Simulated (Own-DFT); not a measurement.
# What random displacements cost in beta-Si3N4, 112 atoms (N64Si48)

All numbers below are calculated, not measured. The program, named Own-DFT, is a retired in-house plane-wave density functional code that no person has reviewed. Each row is one single-point run on a periodic cell that was not relaxed, without spin or spin-orbit coupling.

Settings of every run: PBEsol; PseudoDojo norm-conserving scalar-relativistic files, made for PBE; cutoff 42 hartree; 2 x 2 x 4 k mesh centred on Gamma; Fermi-Dirac smearing of 0.1 eV.

Known limits, some of them of some rows only: some atoms lie very close together; forces on such cells moved up to 12 meV/angstrom on a denser k mesh; stress not checked against mesh or cutoff.

Cell vectors in Å: (15.212, 0.000, 0.000); (-7.606, 13.174, 0.000); (0.000, 0.000, 5.818). In each run every atom was moved at random and independently from its ideal site; u is the rms move along one axis. E is the free energy for each atom above the fitted value at u = 0, and F the rms of the force components.

```
run   u (Å)  E (meV/atom)  F (eV/Å)  largest force (eV/Å)  P (GPa)
  1  0.0197          16.4     0.833                  2.70     3.08
  2  0.0202          18.5     0.859                  3.91     3.11
  3  0.0216          22.7     0.955                  5.05     3.29
  4  0.0509         100.6     1.808                  6.94     5.28
  5  0.0513             ?         ?                     ?        ?
  6  0.0937         424.7     4.726                 34.23    14.17
  7  0.0954         417.2     4.212                 20.70    13.96
  8  0.1016         449.5     4.455                 23.60    14.55
  9  0.1503        1176.0     9.348                 42.47    35.29
```

## Worked fit

For small independent moves the energy grows as E = (3/2) K u², with K the mean stiffness felt by one atom. The runs with u up to 0.11 Å give K = 29.8 ± 1.1 eV/Å², with residuals divided by u² + 0.0006 Å², since the noise grows with the moves. The scatter is 8.9 meV/atom at u = 0.05 Å. The forces follow F = G u with G = 43.5 eV/Å²; no force at u = 0 is resolved. G exceeds K because the moves of its neighbours add to the force on an atom, and stiffness differs between atoms. At u = 0.150 Å the parabola gives 1008 meV/atom and the run 1176. The pressure follows P = 2.57 + 1231 u² GPa: at fixed volume, shortened bonds push harder than stretched ones pull.

## Withheld run

Question: what energy and rms force should run 5 give?

The fit gives 117 ± 10 meV/atom and about 2.23 eV/Å. The calculation gave 124.8 meV/atom and 2.085 eV/Å.
